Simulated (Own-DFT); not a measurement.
# Which defects push the lattice out? zincblende GaP

The numbers are computed, not measured, by runs of the plane-wave DFT program Own-DFT (in-house, retired, unreviewed) at fixed positions, with no spin and no spin-orbit coupling.

Common settings: PBE; PseudoDojo norm-conserving scalar-relativistic files; cutoff 42 hartree; 2 x 3 x 3 k mesh centred on Gamma; Fermi-Dirac smearing of 0.1 eV.

Known weak points (not all hold for every row): not probed for a lower state with spin; forces on such cells failed a check on a denser k mesh; forces on such cells moved up to 12 meV/angstrom on a denser k mesh; forces on such cells passed a denser k mesh, each cell not checked; stress not checked against mesh or cutoff.

All runs share one cell, with vectors in Å (16.352, 0.000, 0.000); (0.000, 10.901, 0.000); (0.000, 0.000, 10.901) and a volume of 1943.1 Å³. Atoms were moved at random from their sites; u is the rms move along one axis. The defect's site can differ from row to row.

```
                                     cell  formula   u (Å)  P (GPa)
                                no defect  Ga48P48  0.0202     2.72
                                no defect  Ga48P48  0.0203     2.71
                                no defect  Ga48P48  0.0498     3.21
                          two P vacancies  Ga48P46  0.0299     2.39
                          two P vacancies  Ga48P46  0.0307     2.48
                          two P vacancies  Ga48P46  0.0483     2.80
                  two P on a Ga site each  Ga46P50  0.0300     2.95
                  two P on a Ga site each  Ga46P50  0.0316     2.96
                  two P on a Ga site each  Ga46P50  0.0493        ?
                  two P on a Ga site each  Ga46P50  0.0508     3.31
one Ga on a P site and one P on a Ga site  Ga48P48  0.0301     2.94
one Ga on a P site and one P on a Ga site  Ga48P48  0.0472     3.28
one Ga on a P site and one P on a Ga site  Ga48P48  0.0476     3.28
```

## Working it out

P = P0 + c u² + a shift for each defect gives P0 = 2.61 GPa, c = 241 ± 10 GPa/Å² and a scatter of 0.03 GPa. The shifts, and each times the cell's volume:

- one Ga on a P site and one P on a Ga site: 0.12 ± 0.02 GPa, 1.4 eV
- two P on a Ga site each: 0.10 ± 0.02 GPa, 1.2 eV (0.6 eV for each of its 2 sites)
- two P vacancies: -0.40 ± 0.02 GPa, -4.8 eV (-2.4 eV for each of its 2 sites)

A positive shift means that the defect pushes the cell outwards. Shift times volume (160.2 GPa Å³ is 1 eV) depends little on the cell's size, so, taken for each site, it can be compared between cells at like pressure. The atoms around the defects weren't relaxed, which would change these numbers.

## The run left out

Asked: what pressure belongs in the blank (two P on a Ga site each, u = 0.0493 Å)?

The fitted form gives 3.30 ± 0.03 GPa. DFT gave 3.32 GPa.
